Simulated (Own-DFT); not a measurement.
Simulation results for Hf36O71 (tetragonal hafnia with one neutral oxygen vacancy, atoms displaced)

All values are calculated (Own-DFT development build). A calculation, not a measurement: plane-wave PBE and HSE06 DFT by an unreviewed code, no spin, of a simulated cell at Gamma alone, so results move with cell size and shape, stress positive in tension, energies less offsets, not probed for a lower state with spin; hafnium file: forces about 75 meV/angstrom off all-electron values; oxygen file: force components 24 meV/angstrom off all-electron in a glass; k mesh not checked against a denser one; forces and stress are PBE's, HSE06 gives the energy alone, and its difference from PBE has offsets of its own; offsets are fitted by least squares, one for each functional and potential file, so energies compare only between cells with the same atoms and settings and are not formation energies; the far tail of each file's local potential was reset to the Coulomb form; each entry is a single point on an unrelaxed cell, so the pressure reflects the starting lattice, taken from the Materials Project, from which strain is counted, and rises with the displacements; printed positions are rounded, which can move forces by about a meV/angstrom; the program is a retired in-house code; no spin-orbit coupling.

Settings shared by all entries: first functional PBE; second functional HSE06; exact exchange share 0.25; screening 0.11 1/bohr; exchange divergence Gygi-Baldereschi; potential files PseudoDojo norm-conserving, scalar-relativistic, made for PBE, standard set; wave cutoff 48 hartree; occupations fixed; k mesh 1 x 1 x 1 centred on Gamma.

(1) Hf36O71 (tetragonal hafnia with one neutral oxygen vacancy, atoms displaced)

```
Hf36O71
1.0
     10.7800     0.0000     0.0000
      0.0000    10.7800     0.0000
      0.0000     0.0000    10.4493
Hf O Hf O Hf O Hf O Hf O Hf O Hf O Hf O Hf O Hf O Hf O Hf O Hf O Hf O Hf O Hf O Hf O Hf O
2 4 2 4 2 4 2 4 2 4 2 4 2 3 2 4 2 4 2 4 2 4 2 4 2 4 2 4 2 4 2 4 2 4 2 4
Direct
  0.00972 0.99960 0.99548
  0.16637 0.14486 0.22914
  0.00113 0.16475 0.14345
  0.17380 0.00017 0.33811
  0.00334 0.17757 0.40572
  0.15662 0.00915 0.09898
  0.99390 0.00494 0.48271
  0.16093 0.16921 0.75285
  0.99063 0.17122 0.65206
  0.16237 0.99985 0.85277
  0.00109 0.16755 0.90252
  0.17158 0.99866 0.60828
  0.99386 0.34341 0.01164
  0.17774 0.51624 0.24025
  0.99917 0.50782 0.14762
  0.17172 0.32557 0.33205
  0.99647 0.50263 0.40804
  0.15781 0.33217 0.10044
  0.99220 0.34213 0.49863
  0.16018 0.50395 0.74905
  0.00278 0.50197 0.63390
  0.16622 0.32140 0.85015
  0.01377 0.51035 0.89047
  0.16008 0.32621 0.58748
  0.99286 0.67229 0.99544
  0.16719 0.82078 0.23878
  0.99731 0.83947 0.15173
  0.15873 0.65440 0.33978
  0.99437 0.84017 0.39667
  0.17627 0.67619 0.11042
  0.99871 0.65918 0.49791
  0.16763 0.84140 0.75094
  0.99654 0.83600 0.64700
  0.17250 0.66225 0.84373
  0.98930 0.83231 0.91239
  0.16846 0.66888 0.60642
  0.34317 0.01284 0.01162
  0.50292 0.16331 0.24313
  0.32999 0.15450 0.15228
  0.34076 0.16693 0.39379
  0.49780 0.00059 0.10541
  0.32622 0.99882 0.50296
  0.49653 0.17647 0.75253
  0.32100 0.17271 0.65161
  0.50661 0.00351 0.85433
  0.32869 0.16725 0.90723
  0.49129 0.99237 0.59010
  0.33096 0.32791 0.99365
  0.50357 0.49350 0.24572
  0.32511 0.49330 0.14502
  0.49976 0.34031 0.34652
  0.32323 0.50561 0.40659
  0.49150 0.34157 0.10876
  0.33623 0.33424 0.50246
  0.50619 0.50450 0.74472
  0.33629 0.49532 0.64892
  0.50987 0.33488 0.84440
  0.34075 0.49341 0.88982
  0.51172 0.32365 0.61286
  0.34480 0.66925 0.00189
  0.50161 0.82876 0.24922
  0.33147 0.81800 0.15761
  0.50106 0.65801 0.35006
  0.34432 0.82781 0.40758
  0.50168 0.66303 0.08825
  0.32044 0.66552 0.51625
  0.49117 0.83125 0.74593
  0.33771 0.84118 0.66014
  0.50355 0.66450 0.84454
  0.33568 0.83652 0.89858
  0.49432 0.65824 0.60234
  0.66355 0.00577 0.00842
  0.83881 0.16769 0.25847
  0.66183 0.17083 0.16768
  0.84732 0.99029 0.35068
  0.68315 0.16270 0.40212
  0.83969 0.02389 0.08471
  0.67324 0.99566 0.49663
  0.84088 0.18497 0.75055
  0.66485 0.16062 0.65437
  0.84064 0.01345 0.83475
  0.66498 0.15578 0.90188
  0.84178 0.00468 0.60520
  0.68199 0.32820 0.00186
  0.82770 0.50892 0.25684
  0.66372 0.50801 0.15380
  0.83338 0.33777 0.36025
  0.67697 0.49216 0.40516
  0.82478 0.33625 0.09381
  0.66475 0.34106 0.48383
  0.83412 0.50255 0.75279
  0.66453 0.50763 0.65128
  0.83210 0.32996 0.84666
  0.66444 0.50145 0.90317
  0.83871 0.32575 0.60557
  0.66389 0.65379 0.00632
  0.83846 0.83157 0.24499
  0.68161 0.83314 0.14439
  0.82763 0.66205 0.34703
  0.66327 0.83051 0.41132
  0.83815 0.64465 0.09976
  0.65686 0.68181 0.48831
  0.82997 0.84017 0.76123
  0.65737 0.83281 0.66745
  0.82607 0.66861 0.84734
  0.67951 0.83705 0.89677
  0.84156 0.65793 0.62257
```

```
PBE energy of cell above offsets : -86.459 eV
HSE06 less PBE above offsets     : 0.544 eV
PBE pressure                     : 5.89 GPa
PBE stress xx                    : -5.67 GPa
PBE stress yy                    : -6.65 GPa
PBE stress zz                    : -5.35 GPa
PBE stress yz                    : -0.68 GPa
PBE stress xz                    : 0.7 GPa
PBE stress xy                    : 0.17 GPa
```

Force:
```tsv
element	x (eV/Å)	y (eV/Å)	z (eV/Å)
Hf	-3.34	2.352	-1.816
Hf	-1.049	5.744	4.001
O	-1.581	0.969	1.078
O	-0.28	-2.244	1.449
O	-1.18	-2.011	-1.657
O	3.355	-2.347	-0.594
Hf	0.706	-0.048	4.049
Hf	-1.681	-0.893	-1.682
O	3.274	-0.29	-0.333
O	-0.038	-0.228	0.331
O	0.024	1.104	0.476
O	-1.156	-0.374	-1.106
Hf	3.114	-1.231	-1.289
Hf	-2.187	-7.368	0.136
O	0.153	-0.849	0.333
O	0.27	1.116	0.257
O	-0.693	0.276	-2.402
O	0.981	-0.08	-2.052
Hf	1.843	-1.41	0.652
Hf	1.341	-1.564	-0.279
O	0.115	-0.229	2.187
O	0.178	3.114	0.095
O	-1.525	-1.361	0.712
O	0.936	0.655	0.526
Hf	0.873	-2.084	0.295
Hf	-0.974	0.974	2.691
O	0.137	-0.687	-0.706
O	-0.518	5.598	3.587
O	0.912	-2.831	-0.364
O	-1.518	-0.564	-2.554
Hf	-0.902	2.148	2.442
Hf	-0.993	-0.271	-0.731
O	1.328	-0.325	1.145
O	0.016	1.891	0.864
O	0.474	0.198	-1.416
O	-1.975	0.029	-0.139
Hf	-1.637	-1.7	-3.175
Hf	-2.952	0.072	3.137
O	2.256	0.282	-1.6
O	1.27	-0.934	1.056
O	1.051	-0.5	1.221
Hf	0.406	1.197	-0.691
Hf	1.583	-1.34	-1.539
O	2.031	0.053	0.251
O	-1.316	-0.424	0.127
O	0.77	-1.043	-0.62
O	1.414	0.374	-0.88
Hf	-0.903	3.241	0.734
Hf	-2.479	0.062	0.048
O	3.198	1.072	-0.88
O	0.848	-1.18	1.218
O	0.372	-0.007	-0.345
O	1.17	-1.068	-1.431
Hf	-1.842	-0.686	-0.443
Hf	-1.235	-1.115	0.393
O	-0.86	-0.064	-0.048
O	-0.432	-0.226	1.586
O	-0.532	0.349	1.646
O	-1.243	0.93	-2.641
Hf	-2.487	-0.732	-3.023
Hf	-0.406	0.457	1.02
O	2.371	1.404	-0.534
O	1.472	0.889	-0.864
O	-0.187	0.268	-0.434
O	0.116	0.411	2.231
Hf	3.197	-1.072	-1.876
Hf	2.392	1.182	2.666
O	-3.199	-0.925	-1.822
O	-0.221	0.862	1.088
O	-0.055	-0.152	1.771
O	0.104	1.225	-1.027
Hf	1.777	-1.948	-2.797
Hf	0.603	-0.472	-0.199
O	2.419	0.316	-2.112
O	-1.666	1.581	-1.262
O	-0.64	-0.044	-0.207
O	-1.442	-0.838	1.437
Hf	-0.398	3.078	3.694
Hf	-1.87	-5.526	-2.086
O	-0.189	-0.529	0.245
O	0.195	-1.57	1.251
O	0.168	2.849	1.573
O	-1.339	-1.004	-3.008
Hf	-5.87	-0.582	-3.419
Hf	1.806	-2.159	-1.045
O	0.579	-0.389	0.036
O	0.024	-0.407	-2.15
O	-0.348	4.585	-2.248
O	3.125	0.046	3.159
Hf	0.13	-4.427	4.696
Hf	-0.598	1.424	-2.026
O	1.581	-0.697	-0.133
O	-0.388	4.213	3.497
O	0.841	-1.599	0.263
O	-2.051	1.78	-0.706
Hf	2.221	2.433	-2.701
Hf	0.826	0.125	0.619
O	-1.823	-0.232	1.226
O	-0.168	2.897	1.235
O	0.125	3.326	-3.357
O	-1.097	1.495	-0.074
Hf	-0.179	-6.309	5.142
Hf	-0.198	1.138	-1.509
O	1.654	-0.26	-2.908
O	0.941	-1.254	2.091
O	-0.604	0.151	2.648
O	-0.621	0.772	-3.369
```

(2) Hf36O71 (tetragonal hafnia with one neutral oxygen vacancy, atoms displaced)

```
Hf36O71
1.0
     10.7800     0.0000     0.0000
      0.0000    10.7800     0.0000
      0.0000     0.0000    10.4493
Hf O Hf O Hf O Hf O Hf O Hf O Hf O Hf O Hf O Hf O Hf O Hf O Hf O Hf O Hf O Hf O Hf O Hf O
2 4 2 4 2 4 2 4 2 4 2 4 2 4 2 4 2 4 2 4 2 4 2 4 2 4 2 4 2 4 2 4 2 4 2 3
Direct
  0.99074 0.99942 0.99767
  0.16095 0.16516 0.24809
  0.00067 0.16835 0.15409
  0.17069 0.99507 0.34368
  0.99865 0.16597 0.40108
  0.16456 0.99592 0.09691
  0.00371 0.00211 0.49967
  0.16786 0.16750 0.74579
  0.00010 0.16241 0.65577
  0.16997 0.00420 0.84298
  0.00212 0.16462 0.89902
  0.16512 0.00363 0.59998
  0.00511 0.33390 0.99789
  0.16469 0.49714 0.25285
  0.00089 0.49877 0.15881
  0.16410 0.33631 0.34326
  0.00023 0.49956 0.40518
  0.16497 0.33575 0.09474
  0.00059 0.33967 0.49985
  0.16551 0.49783 0.74925
  0.00023 0.50452 0.65410
  0.17169 0.33258 0.85015
  0.99629 0.50282 0.90209
  0.16862 0.33402 0.59889
  0.00045 0.66919 0.00081
  0.16637 0.83146 0.24938
  0.00463 0.83370 0.15338
  0.16867 0.66821 0.34531
  0.00069 0.83519 0.40798
  0.16799 0.67073 0.09782
  0.00607 0.66578 0.49881
  0.17130 0.83097 0.74895
  0.00113 0.83225 0.65253
  0.16840 0.66646 0.84677
  0.99757 0.83340 0.90221
  0.16868 0.67056 0.59983
  0.33221 0.99904 0.00233
  0.50261 0.17301 0.25146
  0.32934 0.16518 0.15467
  0.50639 0.99827 0.34841
  0.33095 0.16837 0.40431
  0.49994 0.00075 0.09672
  0.33494 0.99853 0.49904
  0.50096 0.16730 0.75355
  0.33188 0.16870 0.65373
  0.49930 0.00033 0.85322
  0.33070 0.16987 0.90234
  0.50005 0.99465 0.59733
  0.33329 0.33827 0.99713
  0.50204 0.49920 0.24654
  0.33185 0.50232 0.15306
  0.49888 0.33730 0.34442
  0.33567 0.49517 0.40547
  0.50009 0.33340 0.09015
  0.33303 0.33625 0.50098
  0.50276 0.50296 0.74807
  0.33588 0.50233 0.65629
  0.50209 0.33104 0.84471
  0.33673 0.49894 0.90100
  0.49789 0.32918 0.60289
  0.33165 0.66775 0.00054
  0.49994 0.83513 0.24744
  0.33444 0.83542 0.15437
  0.49722 0.66714 0.34781
  0.33502 0.83331 0.40260
  0.49534 0.66147 0.10124
  0.33742 0.66865 0.49851
  0.50005 0.82892 0.75082
  0.33455 0.83150 0.65247
  0.50147 0.66930 0.84938
  0.32921 0.82902 0.90151
  0.50170 0.66446 0.59346
  0.66247 0.00494 0.00498
  0.83331 0.16250 0.24865
  0.66627 0.16884 0.15027
  0.83077 0.00502 0.34659
  0.66636 0.16645 0.40135
  0.82782 0.00479 0.09605
  0.66762 0.00189 0.49956
  0.83677 0.16336 0.75096
  0.66841 0.16462 0.65081
  0.83042 0.99506 0.85078
  0.66699 0.16123 0.90249
  0.83364 0.99899 0.59603
  0.66616 0.33565 0.00252
  0.83313 0.50150 0.24968
  0.66548 0.49807 0.15166
  0.83702 0.33147 0.34975
  0.66730 0.49588 0.40250
  0.83122 0.33264 0.09601
  0.66377 0.33874 0.50131
  0.83196 0.50157 0.75251
  0.66895 0.49711 0.64921
  0.83402 0.33277 0.85080
  0.66504 0.49676 0.90424
  0.83029 0.33362 0.59786
  0.66788 0.66418 0.00266
  0.83545 0.83136 0.24263
  0.66747 0.83450 0.15849
  0.83288 0.66798 0.34958
  0.66413 0.83429 0.40098
  0.83220 0.66289 0.10047
  0.67216 0.66486 0.49783
  0.83286 0.82971 0.75305
  0.66479 0.82848 0.64924
  0.83108 0.66459 0.84297
  0.83732 0.66431 0.59629
```

```
PBE energy of cell above offsets : -100.930 eV
HSE06 less PBE above offsets     : -0.150 eV
PBE pressure                     : 1.2 GPa
PBE stress xx                    : -0.97 GPa
PBE stress yy                    : -0.55 GPa
PBE stress zz                    : -2.1 GPa
PBE stress yz                    : 1.11 GPa
PBE stress xz                    : -0.33 GPa
PBE stress xy                    : 0.03 GPa
```

Force:
```tsv
element	x (eV/Å)	y (eV/Å)	z (eV/Å)
Hf	1.438	0.379	-0.216
Hf	1.266	-0.355	0.524
O	-0.603	-0.189	-0.855
O	-0.294	0.898	0.461
O	0.628	0.404	0.286
O	-0.492	0.247	-0.446
Hf	-0.681	-0.179	0.542
Hf	0.391	-0.602	0.722
O	-0.152	0.465	-0.629
O	0.01	-1.097	0.324
O	-0.418	0.231	0.712
O	0.798	-0.265	-0.733
Hf	-1.305	-0.369	-0.13
Hf	0.891	0.588	-0.566
O	-0.34	0.281	-0.637
O	-0.143	-0.865	0.681
O	0.119	0.589	-0.386
O	0.43	0.088	0.353
Hf	-0.979	-1.508	0.137
Hf	0.61	0.335	0.225
O	0.108	-0.538	-0.146
O	-0.785	0.747	-0.31
O	0.348	-0.086	0.414
O	-0.68	0.394	-0.159
Hf	0.74	-0.184	-0.159
Hf	0.832	0.499	0.008
O	-1.6	-0.18	-0.522
O	-0.234	-0.791	0.573
O	-0.053	-0.383	-0.86
O	-0.688	-0.168	-0.329
Hf	-0.447	1.088	0.838
Hf	-0.697	0.785	0.043
O	0.037	-0.076	0.58
O	-0.353	-0.583	0.28
O	-0.019	-0.353	0.282
O	0.228	-0.412	-0.506
Hf	-0.481	0.685	-0.604
Hf	-0.689	-1.265	0.05
O	0.593	0.073	0.094
O	-0.655	0.876	-0.464
O	0.244	-0.059	0.089
O	-0.365	-0.109	0.634
Hf	0.019	0.647	0.194
Hf	-0.026	-0.398	-0.59
O	0.693	-0.29	-0.106
O	0.126	-0.944	-0.504
O	0.437	-0.417	0.497
O	-0.156	0.292	0.076
Hf	-0.297	-1.077	0.028
Hf	-1.088	1.1	0.313
O	-0.119	-0.431	0.141
O	0.179	-0.532	0.354
O	-0.339	1.233	-0.203
O	-0.366	0.032	1.082
Hf	0.395	-1.206	0.431
Hf	-0.355	-0.774	0.279
O	-0.428	-0.045	-0.223
O	0.076	0.846	0.23
O	0.043	0.847	0.07
O	0.288	0.504	-0.882
Hf	0.07	-0.483	0.048
Hf	0.04	-0.066	1.204
O	-0.141	-0.044	-0.499
O	0.158	-0.482	-0.321
O	0.014	-0.002	0.047
O	1.227	0.374	-0.688
Hf	-0.066	-0.323	-0.087
Hf	0.345	1.522	-0.305
O	0.034	-0.053	-0.244
O	0.57	-0.55	0.091
O	0.135	0.723	0.148
O	0.212	-0.212	0.589
Hf	-0.377	-0.832	-1.285
Hf	-0.227	1.345	0.561
O	-0.314	-0.03	0.247
O	0.228	-1.623	-0.405
O	-0.385	0.905	-0.106
O	1.044	-0.356	0.646
Hf	-0.233	-0.184	-0.007
Hf	-0.909	0.33	-0.208
O	-0.192	-0.086	0.492
O	0.083	0.157	-0.14
O	0.022	1.171	0.045
O	0.304	-0.043	0.211
Hf	0.689	-1.292	-0.839
Hf	-0.05	-1.167	0.472
O	0.508	0.088	0.02
O	-0.018	0.56	-0.536
O	0.055	1.097	-0.659
O	0.861	0.329	0.141
Hf	0.538	-1.811	0.478
Hf	0.339	-1.4	-0.632
O	-0.44	0.33	0.308
O	0.055	-0.03	-0.613
O	0.089	1.138	-0.364
O	0.908	0.127	-0.073
Hf	-1.107	0.532	-0.426
Hf	-0.381	0.628	1.992
O	0.114	-0.424	-1.222
O	0.014	-0.153	-0.605
O	0.458	-0.635	0.368
O	0.404	0.354	-0.283
Hf	-0.18	1.159	-0.009
Hf	0.145	0.802	-1.376
O	0.51	-0.136	1.226
O	-0.5	0.409	1.286
O	-0.299	-0.076	-0.07
```
